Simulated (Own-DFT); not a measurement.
# Computed records: Si$_{2}$SnGe$_{5}$ (diamond-structure random alloy, strained, atoms displaced), Si$_{2}$SnGe$_{13}$ (diamond-structure random alloy, atoms displaced)

All values are calculated (Own-DFT development build). A calculation, not a measurement: plane-wave density functional theory by an unreviewed code, no spin, of a simulated periodic cell, stress positive in tension, run twice, with PBE and with PBEsol, both on files made for PBE, so the change isn't that of files made for PBEsol, forces on such cells moved up to 12 meV/angstrom on a denser k mesh; the far tail of each file's local potential was reset to the Coulomb form; each entry is a single point on an unrelaxed cell, so the pressure reflects the starting lattice, mostly measured values (interpolated for alloys), from which strain is counted, and rises with the displacements; printed positions are rounded, which can move forces by about a meV/angstrom; the program, named Own-DFT, is a retired in-house code; no spin-orbit coupling; stress was not checked against mesh or cutoff.

Common to all runs: functional PBE, then PBEsol; potential files PseudoDojo norm-conserving, scalar-relativistic, standard set; wave cutoff 49 hartree; occupations Fermi-Dirac; smearing width 0.1 eV; k mesh 3 x 3 x 3 centred on Gamma.

(1) Si$_{2}$SnGe$_{5}$ (diamond-structure random alloy, strained, atoms displaced)

```cif
# cell vector a (Å): 11.4388 0.0000 0.0000
# cell vector b (Å): 0.0000 11.4388 0.0000
# cell vector c (Å): 0.0000 0.0000 11.4103
data_Si2SnGe5
_symmetry_space_group_name_H-M 'P 1'
_symmetry_Int_Tables_number 1
_cell_length_a 11.4388
_cell_length_b 11.4388
_cell_length_c 11.4103
_cell_angle_alpha 90.000
_cell_angle_beta 90.000
_cell_angle_gamma 90.000
_cell_volume 1492.99
loop_
_atom_site_label
_atom_site_type_symbol
_atom_site_fract_x
_atom_site_fract_y
_atom_site_fract_z
_atom_site_occupancy
Ge1 Ge 0.00355 0.00218 0.99536 1
Sn1 Sn 0.99294 0.25259 0.24794 1
Sn2 Sn 0.25491 0.00316 0.25530 1
Si1 Si 0.24180 0.25982 0.99772 1
Ge2 Ge 0.12874 0.12725 0.11986 1
Si2 Si 0.12107 0.37473 0.38131 1
Ge3 Ge 0.37569 0.12159 0.38466 1
Ge4 Ge 0.38383 0.37111 0.12840 1
Si3 Si 0.99924 0.00458 0.50194 1
Si4 Si 0.99298 0.24837 0.74960 1
Ge5 Ge 0.25050 0.99834 0.74747 1
Ge6 Ge 0.25435 0.25065 0.49975 1
Si5 Si 0.11706 0.12354 0.61476 1
Si6 Si 0.11961 0.38089 0.87413 1
Ge7 Ge 0.37524 0.12597 0.87468 1
Ge8 Ge 0.37385 0.37845 0.61774 1
Si7 Si 0.00532 0.50219 0.99205 1
Ge9 Ge 0.99361 0.74470 0.25502 1
Si8 Si 0.24935 0.50782 0.24073 1
Ge10 Ge 0.25442 0.74323 0.99034 1
Ge11 Ge 0.12977 0.62792 0.12867 1
Ge12 Ge 0.12859 0.87709 0.36510 1
Ge13 Ge 0.37834 0.62375 0.37504 1
Ge14 Ge 0.38271 0.87153 0.12668 1
Ge15 Ge 0.00170 0.50385 0.49464 1
Si9 Si 0.99614 0.75380 0.74800 1
Ge16 Ge 0.24371 0.49965 0.74990 1
Si10 Si 0.24938 0.75897 0.50496 1
Ge17 Ge 0.12329 0.61997 0.61848 1
Sn3 Sn 0.12226 0.87603 0.87511 1
Ge18 Ge 0.37784 0.62988 0.87810 1
Ge19 Ge 0.38145 0.87642 0.62270 1
Si11 Si 0.50070 0.99900 0.99708 1
Ge20 Ge 0.50073 0.25026 0.25059 1
Ge21 Ge 0.75016 0.99657 0.24892 1
Ge22 Ge 0.75042 0.24886 0.00808 1
Ge23 Ge 0.62640 0.12111 0.11615 1
Ge24 Ge 0.62167 0.38163 0.37505 1
Ge25 Ge 0.87380 0.12174 0.37413 1
Ge26 Ge 0.87729 0.37403 0.11673 1
Si12 Si 0.49438 0.99842 0.50078 1
Ge27 Ge 0.50279 0.24864 0.75285 1
Si13 Si 0.75497 0.99808 0.75760 1
Si14 Si 0.75969 0.25246 0.50184 1
Ge28 Ge 0.62433 0.13582 0.62876 1
Ge29 Ge 0.62819 0.37265 0.87486 1
Ge30 Ge 0.87183 0.12290 0.87791 1
Ge31 Ge 0.87909 0.37379 0.61849 1
Ge32 Ge 0.50662 0.49494 0.00364 1
Ge33 Ge 0.51127 0.74748 0.24715 1
Si15 Si 0.74983 0.49349 0.25027 1
Sn4 Sn 0.74823 0.74651 0.00170 1
Si16 Si 0.63058 0.62315 0.11991 1
Ge34 Ge 0.62252 0.87928 0.38289 1
Sn5 Sn 0.87376 0.62820 0.38981 1
Sn6 Sn 0.87122 0.87670 0.12595 1
Ge35 Ge 0.49741 0.50132 0.49820 1
Ge36 Ge 0.50062 0.74252 0.74866 1
Ge37 Ge 0.74944 0.50476 0.74816 1
Ge38 Ge 0.75526 0.74812 0.49728 1
Ge39 Ge 0.62361 0.61965 0.61693 1
Sn7 Sn 0.62734 0.87816 0.87892 1
Sn8 Sn 0.87084 0.62564 0.87905 1
Ge40 Ge 0.86885 0.86774 0.62066 1
```

* PBE pressure: 4.6 GPa
* PBE stress xx: -4.6 GPa
* PBE stress yy: -4.64 GPa
* PBE stress zz: -4.56 GPa
* PBE stress yz: -0.31 GPa
* PBE stress xz: 0.35 GPa
* PBE stress xy: 0.47 GPa
* PBEsol pressure: 2 GPa
* PBEsol stress xx: -2 GPa
* PBEsol stress yy: -2.04 GPa
* PBEsol stress zz: -1.96 GPa
* PBEsol stress yz: -0.3 GPa
* PBEsol stress xz: 0.33 GPa
* PBEsol stress xy: 0.45 GPa
* rms change of force components from PBE to PBEsol: 0.052 eV/Å

Force:
```tsv
force element	PBE force x (eV/Å)	PBE force y (eV/Å)	PBE force z (eV/Å)	PBEsol force x (eV/Å)	PBEsol force y (eV/Å)	PBEsol force z (eV/Å)
Ge	-0.716	1.671	1.161	-0.698	1.625	1.128
Sn	1.366	-0.28	0.521	1.284	-0.316	0.466
Sn	0.388	0.193	-1.838	0.367	0.177	-1.777
Si	0.866	-0.243	-0.19	0.887	-0.281	-0.142
Ge	-0.035	0.387	-0.93	-0.073	0.34	-0.874
Si	1.474	0.899	-0.775	1.417	0.86	-0.729
Ge	1.362	1.352	0.231	1.27	1.346	0.187
Ge	-1.813	0.639	-0.536	-1.69	0.616	-0.519
Si	-0.289	-1.127	-0.736	-0.338	-1.158	-0.782
Si	0.87	0.007	-0.085	0.788	0.006	-0.081
Ge	0.488	1.311	-1.257	0.508	1.242	-1.188
Ge	-1.325	-0.012	0.087	-1.215	-0.014	0.083
Si	0.662	0.648	1.388	0.732	0.657	1.372
Si	-0.038	-1.038	-0.389	0	-0.99	-0.439
Ge	-0.588	0.221	0.509	-0.563	0.216	0.432
Ge	0.14	-0.312	1.398	0.136	-0.302	1.342
Si	0.64	-0.698	1.562	0.581	-0.634	1.582
Ge	2.067	0.713	-0.676	2.019	0.709	-0.655
Si	0.583	-1.52	1.581	0.597	-1.458	1.523
Ge	-0.016	0.649	2.123	-0.011	0.622	2.056
Ge	-0.767	-0.112	-0.928	-0.755	-0.051	-0.917
Ge	-1.882	-1.474	2.518	-1.824	-1.423	2.393
Ge	-1.075	0.933	-0.447	-0.975	0.899	-0.423
Ge	0.323	-0.352	-1.057	0.301	-0.364	-0.991
Ge	1.53	-2.298	1.497	1.451	-2.186	1.504
Si	0.043	-0.873	-1.608	0.036	-0.857	-1.58
Ge	0.624	0.114	0.129	0.629	0.148	0.077
Si	0.078	-0.732	-0.801	0.079	-0.714	-0.784
Ge	0.234	1.538	0.795	0.217	1.427	0.771
Sn	0.559	-0.848	-0.847	0.586	-0.781	-0.784
Ge	0.407	-1.967	-0.743	0.383	-1.886	-0.722
Ge	-0.627	-0.441	0.384	-0.623	-0.436	0.437
Si	-1.455	1.029	1.061	-1.425	1.008	1.045
Ge	0.543	-0.961	0.542	0.52	-0.907	0.517
Ge	-1.689	1.541	1.608	-1.628	1.495	1.557
Ge	-0.047	0.104	-1.215	-0.045	0.094	-1.175
Ge	-0.688	-0.176	1.071	-0.619	-0.133	1.063
Ge	0.945	-1.03	0.088	0.853	-1	0.094
Ge	-0.852	-0.591	1.229	-0.827	-0.57	1.122
Ge	-0.716	2.076	-0.498	-0.706	1.936	-0.477
Si	1.164	0.672	0.63	1.132	0.656	0.618
Ge	-0.834	0.823	-0.074	-0.788	0.784	-0.073
Si	0.321	1.015	-2.053	0.32	0.995	-2.004
Si	-1.25	-0.239	-0.666	-1.221	-0.229	-0.65
Ge	1.02	-1.477	-0.706	0.951	-1.396	-0.639
Ge	0.231	0.096	-0.079	0.212	0.093	-0.073
Ge	0.3	0.498	-0.411	0.296	0.477	-0.329
Ge	-0.008	0.345	0.877	-0.003	0.401	0.845
Ge	-0.169	0.608	-0.233	-0.184	0.552	-0.25
Ge	-0.153	-0.35	0.298	-0.186	-0.301	0.321
Si	-0.324	0.555	-0.983	-0.299	0.505	-0.932
Sn	-1.422	-0.22	1.646	-1.341	-0.157	1.552
Si	-1.061	-1.869	2.235	-1.076	-1.8	2.161
Ge	0.171	-0.22	-0.596	0.208	-0.261	-0.631
Sn	-0.111	-2.078	-3.318	-0.067	-1.984	-3.19
Sn	2.487	0.747	0.57	2.409	0.726	0.562
Ge	-0.024	-0.149	-0.231	-0.017	-0.14	-0.232
Ge	-0.051	0.27	-0.824	-0.057	0.261	-0.794
Ge	-0.67	-1.716	-1.192	-0.659	-1.661	-1.154
Ge	-3.6	2.281	2.04	-3.483	2.22	1.995
Ge	0.245	0.558	0.595	0.237	0.534	0.584
Sn	-1.686	0.715	-2.071	-1.63	0.607	-2.008
Sn	2.816	-1.367	-2.429	2.656	-1.325	-2.374
Ge	1.036	1.566	1.048	0.968	1.479	0.979
```

(2) Si$_{2}$SnGe$_{5}$ (diamond-structure random alloy, strained, atoms displaced)

```cif
# cell vector a (Å): 11.4388 0.0000 0.0000
# cell vector b (Å): 0.0000 11.4388 0.0000
# cell vector c (Å): 0.0000 0.0000 11.4103
data_Si2SnGe5
_symmetry_space_group_name_H-M 'P 1'
_symmetry_Int_Tables_number 1
_cell_length_a 11.4388
_cell_length_b 11.4388
_cell_length_c 11.4103
_cell_angle_alpha 90.000
_cell_angle_beta 90.000
_cell_angle_gamma 90.000
_cell_volume 1492.99
loop_
_atom_site_label
_atom_site_type_symbol
_atom_site_fract_x
_atom_site_fract_y
_atom_site_fract_z
_atom_site_occupancy
Ge1 Ge 0.99750 0.99614 0.00401 1
Ge2 Ge 0.00556 0.25401 0.25038 1
Si1 Si 0.25312 0.99918 0.25097 1
Ge3 Ge 0.25286 0.24913 0.99950 1
Ge4 Ge 0.12409 0.12628 0.11991 1
Si2 Si 0.12486 0.37008 0.36925 1
Ge5 Ge 0.37708 0.12581 0.36903 1
Si3 Si 0.37384 0.37539 0.12649 1
Si4 Si 0.99871 0.99646 0.50620 1
Si5 Si 0.00180 0.25643 0.74659 1
Sn1 Sn 0.25652 0.99996 0.74992 1
Si6 Si 0.24887 0.24377 0.50089 1
Ge6 Ge 0.12159 0.12156 0.61936 1
Sn2 Sn 0.11970 0.37680 0.87102 1
Ge7 Ge 0.37216 0.12783 0.87010 1
Ge8 Ge 0.37012 0.38050 0.62351 1
Ge9 Ge 0.99774 0.50651 0.00635 1
Ge10 Ge 0.99352 0.75659 0.24623 1
Sn3 Sn 0.25356 0.49817 0.25434 1
Ge11 Ge 0.25000 0.74428 0.99666 1
Ge12 Ge 0.11993 0.63452 0.12018 1
Ge13 Ge 0.12034 0.87471 0.37905 1
Ge14 Ge 0.37469 0.62272 0.37392 1
Si7 Si 0.37286 0.87583 0.12603 1
Ge15 Ge 0.00009 0.50118 0.49271 1
Ge16 Ge 0.99719 0.75147 0.75135 1
Ge17 Ge 0.25154 0.50222 0.74465 1
Si8 Si 0.25032 0.74582 0.50705 1
Si9 Si 0.12789 0.62776 0.62651 1
Si10 Si 0.12825 0.88123 0.87048 1
Ge18 Ge 0.37800 0.62264 0.87556 1
Si11 Si 0.37868 0.87479 0.62864 1
Si12 Si 0.50240 0.99242 0.00422 1
Ge19 Ge 0.49331 0.24739 0.25106 1
Ge20 Ge 0.74912 0.00149 0.25045 1
Ge21 Ge 0.74205 0.25534 0.00006 1
Ge22 Ge 0.62340 0.12975 0.13157 1
Ge23 Ge 0.62076 0.37627 0.37210 1
Ge24 Ge 0.87667 0.11347 0.36749 1
Ge25 Ge 0.87455 0.37590 0.13039 1
Sn4 Sn 0.49864 0.99976 0.49635 1
Ge26 Ge 0.50182 0.25452 0.75219 1
Ge27 Ge 0.74847 0.00027 0.74427 1
Ge28 Ge 0.74394 0.24788 0.49758 1
Ge29 Ge 0.61979 0.11612 0.62188 1
Si13 Si 0.62715 0.37369 0.87063 1
Sn5 Sn 0.87133 0.12166 0.87452 1
Ge30 Ge 0.87757 0.38100 0.61729 1
Ge31 Ge 0.49879 0.50085 0.99791 1
Ge32 Ge 0.49973 0.75579 0.24734 1
Ge33 Ge 0.75782 0.50102 0.25184 1
Ge34 Ge 0.74284 0.74816 0.00186 1
Sn6 Sn 0.62278 0.62512 0.12305 1
Ge35 Ge 0.61746 0.87445 0.37258 1
Ge36 Ge 0.88289 0.63429 0.37596 1
Sn7 Sn 0.86775 0.87710 0.12640 1
Ge37 Ge 0.49740 0.50472 0.50189 1
Si14 Si 0.50111 0.75169 0.75343 1
Sn8 Sn 0.75652 0.50813 0.74937 1
Si15 Si 0.75064 0.74324 0.50043 1
Ge38 Ge 0.62971 0.62459 0.62357 1
Ge39 Ge 0.63140 0.88202 0.87615 1
Ge40 Ge 0.87715 0.62932 0.87400 1
Si16 Si 0.88049 0.87308 0.63141 1
```

- PBE pressure: 4.1 GPa
- PBE stress xx: -4.03 GPa
- PBE stress yy: -4.02 GPa
- PBE stress zz: -4.25 GPa
- PBE stress yz: -0.42 GPa
- PBE stress xz: -0.15 GPa
- PBE stress xy: -0.72 GPa
- PBEsol pressure: 1.5 GPa
- PBEsol stress xx: -1.43 GPa
- PBEsol stress yy: -1.42 GPa
- PBEsol stress zz: -1.65 GPa
- PBEsol stress yz: -0.4 GPa
- PBEsol stress xz: -0.13 GPa
- PBEsol stress xy: -0.69 GPa
- rms change of force components from PBE to PBEsol: 0.049 eV/Å

Force:
```tsv
force element	PBE force x (eV/Å)	PBE force y (eV/Å)	PBE force z (eV/Å)	PBEsol force x (eV/Å)	PBEsol force y (eV/Å)	PBEsol force z (eV/Å)
Ge	2.123	0.173	-0.938	2.027	0.203	-0.881
Ge	-0.537	-0.928	-0.215	-0.561	-0.933	-0.265
Si	-0.636	-0.053	-0.376	-0.659	-0.011	-0.328
Ge	0.46	0.009	0.611	0.409	-0.03	0.56
Ge	0.562	-0.438	0.736	0.515	-0.392	0.686
Si	-0.142	-0.529	2.051	-0.174	-0.488	1.979
Ge	-1.983	0.459	0.03	-1.847	0.458	0.026
Si	0.986	-0.999	-1.322	0.968	-0.982	-1.297
Si	-0.493	-0.194	-0.509	-0.44	-0.153	-0.538
Si	-1.079	-1.231	-1.969	-1.059	-1.206	-1.935
Sn	-0.988	-0.164	-0.944	-0.958	-0.062	-0.911
Si	-0.213	0.672	-0.718	-0.177	0.626	-0.668
Ge	-0.5	1.125	-0.017	-0.448	1.069	0.016
Sn	0.755	0.504	0.86	0.789	0.538	0.882
Ge	2.181	0.808	2.123	2.083	0.816	2.029
Ge	0.365	-1.03	-0.454	0.381	-0.953	-0.408
Ge	-0.755	0.102	0.029	-0.732	0.11	0.028
Ge	1.806	-0.876	1.176	1.745	-0.86	1.15
Sn	-1.418	0.074	-1.278	-1.363	0.151	-1.231
Ge	0.04	1.485	-0.192	0.032	1.376	-0.183
Ge	0.057	-0.206	0.651	0.045	-0.2	0.611
Ge	0.89	0.015	0.171	0.83	-0.013	0.132
Ge	1.01	2.174	1.568	1.011	2.068	1.501
Si	-0.128	0.059	-0.294	-0.123	-0.023	-0.289
Ge	1.215	0.056	0.248	1.107	0.057	0.245
Ge	1.305	0.238	-0.01	1.233	0.193	0.035
Ge	0.032	1.096	-0.031	0.071	1.024	0
Si	0.177	0.559	-0.248	0.186	0.554	-0.317
Si	-0.41	-0.131	-0.389	-0.447	-0.174	-0.336
Si	-1.266	-1.583	1.526	-1.245	-1.556	1.5
Ge	-0.05	0.334	-0.771	-0.08	0.289	-0.707
Si	0.025	-2.465	-0.474	0.022	-2.344	-0.472
Si	-0.461	0.982	-0.043	-0.402	0.991	-0.079
Ge	0.41	1.174	-0.65	0.434	1.095	-0.593
Ge	-1.785	0.617	0.846	-1.724	0.606	0.821
Ge	-0.095	0.373	0.667	-0.059	0.323	0.69
Ge	-0.36	-0.631	-0.766	-0.322	-0.586	-0.708
Ge	0.108	0.123	0.228	0.104	0.111	0.23
Ge	0.537	1.174	1.385	0.479	1.154	1.304
Ge	0.053	-0.177	-0.623	0.051	-0.156	-0.599
Sn	-1.183	-0.655	0.152	-1.098	-0.591	0.104
Ge	-0.083	-0.265	-0.499	-0.124	-0.298	-0.512
Ge	-0.234	-1.061	-0.878	-0.266	-1.002	-0.803
Ge	0.636	-0.23	-0.144	0.605	-0.216	-0.141
Ge	1.315	2.266	1.412	1.286	2.197	1.366
Si	-0.749	0.269	0.828	-0.734	0.262	0.814
Sn	0.632	1.244	-0.187	0.573	1.171	-0.15
Ge	0.439	-1.548	-0.344	0.404	-1.459	-0.362
Ge	-0.603	-2.066	-0.721	-0.589	-1.938	-0.704
Ge	-1.457	0.213	0.52	-1.369	0.182	0.541
Ge	-0.065	-0.117	1.006	-0.059	-0.122	0.961
Ge	1.08	0.636	-2.372	1.054	0.629	-2.3
Sn	-0.078	-0.844	1.088	-0.074	-0.805	1.045
Ge	2.363	-1.226	-0.393	2.259	-1.161	-0.421
Ge	-0.845	-0.57	0.06	-0.783	-0.591	0.018
Sn	-0.383	-0.301	-0.786	-0.368	-0.293	-0.758
Ge	0.407	-0.363	-0.239	0.388	-0.357	-0.236
Si	0.302	0.271	-0.292	0.334	0.227	-0.243
Sn	-0.51	-1.587	0.222	-0.459	-1.502	0.175
Si	0.291	1.396	-0.013	0.259	1.335	-0.039
Ge	-1.737	1.492	-0.614	-1.688	1.383	-0.592
Ge	-1.033	-0.762	-0.153	-0.939	-0.745	-0.154
Ge	0.716	1.067	1.873	0.694	1.036	1.812
Si	-1.021	-0.013	-1.2	-1.01	-0.026	-1.103
```

(3) Si$_{2}$SnGe$_{13}$ (diamond-structure random alloy, atoms displaced)

```cif
# cell vector a (Å): 11.3631 0.0000 0.0000
# cell vector b (Å): 0.0000 11.3631 0.0000
# cell vector c (Å): 0.0000 0.0000 11.3631
data_Si2SnGe13
_symmetry_space_group_name_H-M 'P 1'
_symmetry_Int_Tables_number 1
_cell_length_a 11.3631
_cell_length_b 11.3631
_cell_length_c 11.3631
_cell_angle_alpha 90.000
_cell_angle_beta 90.000
_cell_angle_gamma 90.000
_cell_volume 1467.20
loop_
_atom_site_label
_atom_site_type_symbol
_atom_site_fract_x
_atom_site_fract_y
_atom_site_fract_z
_atom_site_occupancy
Ge1 Ge 0.99982 0.99694 0.00125 1
Ge2 Ge 0.00573 0.25171 0.24615 1
Ge3 Ge 0.24939 0.99763 0.24983 1
Si1 Si 0.24933 0.24890 0.00128 1
Si2 Si 0.12652 0.12262 0.12006 1
Ge4 Ge 0.12532 0.37154 0.37903 1
Ge5 Ge 0.37386 0.12566 0.37442 1
Ge6 Ge 0.37783 0.37922 0.13192 1
Ge7 Ge 0.99970 0.00939 0.49461 1
Ge8 Ge 0.99748 0.25242 0.74656 1
Ge9 Ge 0.24760 0.99655 0.74539 1
Sn1 Sn 0.24780 0.25510 0.49854 1
Ge10 Ge 0.12279 0.12415 0.62618 1
Ge11 Ge 0.12254 0.37058 0.87503 1
Ge12 Ge 0.37034 0.12050 0.87619 1
Ge13 Ge 0.37503 0.37616 0.62638 1
Ge14 Ge 0.99839 0.49899 0.99815 1
Ge15 Ge 0.00055 0.75329 0.24855 1
Ge16 Ge 0.25249 0.49913 0.24783 1
Ge17 Ge 0.24701 0.74351 0.00273 1
Sn2 Sn 0.12162 0.62269 0.12123 1
Ge18 Ge 0.12612 0.87731 0.37524 1
Ge19 Ge 0.37614 0.62550 0.37630 1
Ge20 Ge 0.37639 0.87820 0.12026 1
Ge21 Ge 0.00341 0.50045 0.49714 1
Si3 Si 0.00273 0.74899 0.75259 1
Ge22 Ge 0.25026 0.49906 0.75307 1
Ge23 Ge 0.24974 0.74907 0.50310 1
Ge24 Ge 0.12196 0.62792 0.63376 1
Si4 Si 0.12622 0.87706 0.87185 1
Ge25 Ge 0.37279 0.62538 0.87400 1
Ge26 Ge 0.37272 0.87401 0.62414 1
Ge27 Ge 0.50246 0.00198 0.00367 1
Sn3 Sn 0.50108 0.24873 0.25104 1
Sn4 Sn 0.75369 0.00532 0.25461 1
Ge28 Ge 0.75170 0.25088 0.99672 1
Ge29 Ge 0.63249 0.13118 0.12424 1
Ge30 Ge 0.62401 0.37393 0.37860 1
Ge31 Ge 0.87341 0.12563 0.36871 1
Ge32 Ge 0.87344 0.37428 0.12625 1
Si5 Si 0.50364 0.00187 0.49942 1
Ge33 Ge 0.49846 0.24873 0.75163 1
Ge34 Ge 0.74840 0.99940 0.75355 1
Ge35 Ge 0.75026 0.25014 0.49773 1
Si6 Si 0.62269 0.12456 0.62724 1
Si7 Si 0.62325 0.37540 0.87945 1
Ge36 Ge 0.87598 0.12414 0.87635 1
Ge37 Ge 0.87892 0.38213 0.62580 1
Ge38 Ge 0.49775 0.49934 0.00517 1
Ge39 Ge 0.49997 0.75120 0.25028 1
Ge40 Ge 0.74729 0.49896 0.24803 1
Ge41 Ge 0.75023 0.74752 0.99973 1
Ge42 Ge 0.62772 0.62948 0.12518 1
Ge43 Ge 0.62278 0.87599 0.37574 1
Ge44 Ge 0.87517 0.61810 0.37161 1
Ge45 Ge 0.87487 0.87374 0.12621 1
Si8 Si 0.49855 0.50262 0.50260 1
Ge46 Ge 0.49637 0.75288 0.75251 1
Ge47 Ge 0.74956 0.49615 0.74806 1
Ge48 Ge 0.75241 0.74949 0.50624 1
Ge49 Ge 0.63041 0.62619 0.62429 1
Ge50 Ge 0.62299 0.87624 0.87489 1
Ge51 Ge 0.87669 0.62396 0.87214 1
Ge52 Ge 0.87347 0.87369 0.62263 1
```

* PBE pressure: 4.25 GPa
* PBE stress xx: -4.33 GPa
* PBE stress yy: -4.24 GPa
* PBE stress zz: -4.19 GPa
* PBE stress yz: -0.07 GPa
* PBE stress xz: -0.15 GPa
* PBE stress xy: -0.13 GPa
* PBEsol pressure: 1.42 GPa
* PBEsol stress xx: -1.49 GPa
* PBEsol stress yy: -1.41 GPa
* PBEsol stress zz: -1.36 GPa
* PBEsol stress yz: -0.07 GPa
* PBEsol stress xz: -0.15 GPa
* PBEsol stress xy: -0.13 GPa
* rms change of force components from PBE to PBEsol: 0.037 eV/Å

Force:
```tsv
force element	PBE force x (eV/Å)	PBE force y (eV/Å)	PBE force z (eV/Å)	PBEsol force x (eV/Å)	PBEsol force y (eV/Å)	PBEsol force z (eV/Å)
Ge	0.51	0.06	-0.315	0.428	0.059	-0.302
Ge	-0.156	-0.485	-0.156	-0.19	-0.437	-0.112
Ge	0.016	0.472	-0.475	0.042	0.428	-0.426
Si	0.043	0.077	0.232	0.081	0.116	0.187
Si	0.251	0.259	0.241	0.203	0.209	0.278
Ge	-1.288	1.93	-2.217	-1.254	1.874	-2.15
Ge	0.095	-2.138	0.482	0.064	-2.043	0.433
Ge	-1.333	-0.187	-1.688	-1.266	-0.14	-1.607
Ge	-0.186	-0.899	0.424	-0.177	-0.869	0.407
Ge	0.03	-0.453	0.342	0.037	-0.432	0.335
Ge	-0.175	0.058	0.527	-0.136	0.086	0.478
Sn	0.853	-1.4	1.123	0.823	-1.358	1.087
Ge	-0.546	-0.313	0.541	-0.534	-0.301	0.515
Ge	0.427	-0.052	0.311	0.377	-0.012	0.265
Ge	0.039	0.412	0.128	0.074	0.373	0.089
Ge	1.164	1.131	0.658	1.091	1.066	0.672
Ge	-1.165	-1.3	-1.035	-1.132	-1.258	-1.007
Ge	-0.737	0.29	1.154	-0.72	0.283	1.11
Ge	0.056	-0.356	1.44	0.065	-0.353	1.393
Ge	1.316	2.298	-1.875	1.308	2.199	-1.8
Sn	-0.186	-0.277	1.189	-0.172	-0.267	1.151
Ge	-0.225	-0.219	0.255	-0.215	-0.206	0.238
Ge	0.053	-0.286	0.129	0.019	-0.245	0.09
Ge	-0.325	-0.604	0.425	-0.309	-0.585	0.422
Ge	0.018	0.414	0.4	0.011	0.39	0.39
Si	-0.433	0.92	0.204	-0.46	0.856	0.163
Ge	-0.24	-0.127	-0.074	-0.235	-0.117	-0.074
Ge	-0.334	-0.104	-0.195	-0.319	-0.093	-0.183
Ge	0.292	-0.344	-0.641	0.327	-0.375	-0.663
Si	-0.21	-0.707	0.308	-0.167	-0.653	0.339
Ge	0.3	-0.132	0.376	0.281	-0.127	0.369
Ge	0.785	0.499	-0.471	0.722	0.451	-0.424
Ge	0.241	0.327	-0.351	0.228	0.304	-0.347
Sn	0.196	-0.09	-0.09	0.193	-0.077	-0.086
Sn	-1.282	-1.696	-1.298	-1.242	-1.644	-1.266
Ge	-0.063	0.412	-0.215	-0.029	0.358	-0.163
Ge	-0.42	-0.4	-1.597	-0.409	-0.386	-1.547
Ge	0.456	1.488	0.959	0.479	1.404	0.896
Ge	2.155	2.498	1.909	2.096	2.424	1.862
Ge	0.175	0.059	-0.264	0.171	0.058	-0.258
Si	-0.472	0.074	0.436	-0.497	0.033	0.382
Ge	0.361	0.052	0.235	0.287	0.051	0.227
Ge	-0.02	0.241	-0.662	0.006	0.203	-0.606
Ge	0.143	-0.151	0.91	0.162	-0.115	0.838
Si	0.195	-0.077	-0.361	0.226	-0.035	-0.313
Si	-0.028	-0.052	-0.376	-0.03	-0.052	-0.366
Ge	0.114	0.083	-0.262	0.102	0.081	-0.249
Ge	-0.383	-0.749	-0.664	-0.367	-0.727	-0.641
Ge	0.475	0.371	-0.69	0.429	0.389	-0.628
Ge	-0.18	0.159	-0.12	-0.166	0.156	-0.119
Ge	-0.11	-0.157	0.224	-0.098	-0.15	0.216
Ge	0.264	0.429	-0.43	0.252	0.412	-0.406
Ge	-0.449	-0.466	0.124	-0.436	-0.454	0.123
Ge	-0.457	-0.724	1.145	-0.416	-0.733	1.075
Ge	-0.05	0.93	0.219	-0.045	0.898	0.214
Ge	0.411	-0.627	-0.817	0.409	-0.609	-0.791
Si	0.4	-0.066	0.041	0.391	-0.067	0.039
Ge	0.419	-0.41	-0.369	0.401	-0.392	-0.351
Ge	-0.427	0.185	0.752	-0.37	0.218	0.692
Ge	-0.091	-0.19	-1.34	-0.092	-0.181	-1.284
Ge	-1.175	-0.315	0.301	-1.096	-0.274	0.312
Ge	0.022	-0.184	0.392	0.021	-0.175	0.381
Ge	-0.114	0.118	-0.154	-0.141	0.075	-0.111
Ge	0.985	0.487	0.666	0.913	0.488	0.613
```
